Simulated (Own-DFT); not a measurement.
# One host, several defects: C11b WSi2

No measurement is shown. These are fixed-geometry runs of a retired plane-wave code named Own-DFT, which no person has reviewed; spin and spin-orbit coupling are neglected.

Common settings: PBE; PseudoDojo norm-conserving scalar-relativistic files; cutoff 50 hartree; 5 x 5 x 5 k mesh centred on Gamma; cold (Marzari-Vanderbilt) smearing of 0.2 eV.

Caveats: forces on such cells failed a check on a denser k mesh; stress not checked against mesh or cutoff.

All runs share one cell, with vectors in Å (-2.148, -5.953, 3.409); (-6.444, 2.976, 1.136); (-2.553, -2.948, -6.757) and a volume of 403.2 Å³. The atoms are randomly displaced, by u rms on each axis. The defect's site can differ from row to row.

| cell | formula | u (Å) | P (GPa) |
|---|---|---|---|
| no defect | Si20W10 | 0.0189 | 4.48 |
| no defect | Si20W10 | 0.0204 | 4.35 |
| no defect | Si20W10 | 0.0426 | 5.29 |
| one Si vacancy | Si19W10 | 0.0251 | 3.15 |
| one Si vacancy | Si19W10 | 0.0291 | 3.02 |
| one Si vacancy | Si19W10 | 0.0438 | 3.75 |
| one W on a Si site | Si19W11 | 0.0302 | 9.69 |
| one W on a Si site | Si19W11 | 0.0314 | 10.40 |
| one W on a Si site | Si19W11 | 0.0522 | 10.77 |
| one Si on a W site | Si21W9 | 0.0309 | 6.37 |
| one Si on a W site | Si21W9 | 0.0318 | 6.05 |
| one Si on a W site | Si21W9 | 0.0447 | 6.78 |
| one W vacancy | Si20W9 | 0.0282 | ? |
| one W vacancy | Si20W9 | 0.0298 | 3.46 |
| one W vacancy | Si20W9 | 0.0467 | 4.37 |
| one W vacancy | Si20W9 | 0.0495 | 4.83 |

## Analysis

P = P0 + c u² + a shift for each defect gives P0 = 4.21 GPa, c = 574 ± 94 GPa/Å² and a scatter of 0.24 GPa. The shifts, and each times the cell's volume:

- one W on a Si site: 5.19 ± 0.20 GPa, 13.1 eV
- one Si on a W site: 1.43 ± 0.20 GPa, 3.6 eV
- one W vacancy: -1.05 ± 0.22 GPa, -2.6 eV
- one Si vacancy: -1.56 ± 0.20 GPa, -3.9 eV

Positive is outwards. The product with the volume (160.2 GPa Å³ to the eV) is nearly free of the cell's size; divided by the bulk modulus at the cell's pressure it gives the volume that the defect adds. The atoms around the defects weren't relaxed, which would change these numbers.

## Check

Q: what pressure belongs in the blank (one W vacancy, u = 0.0282 Å)?

The fitted form gives 3.62 ± 0.29 GPa. Computed: 3.48 GPa.
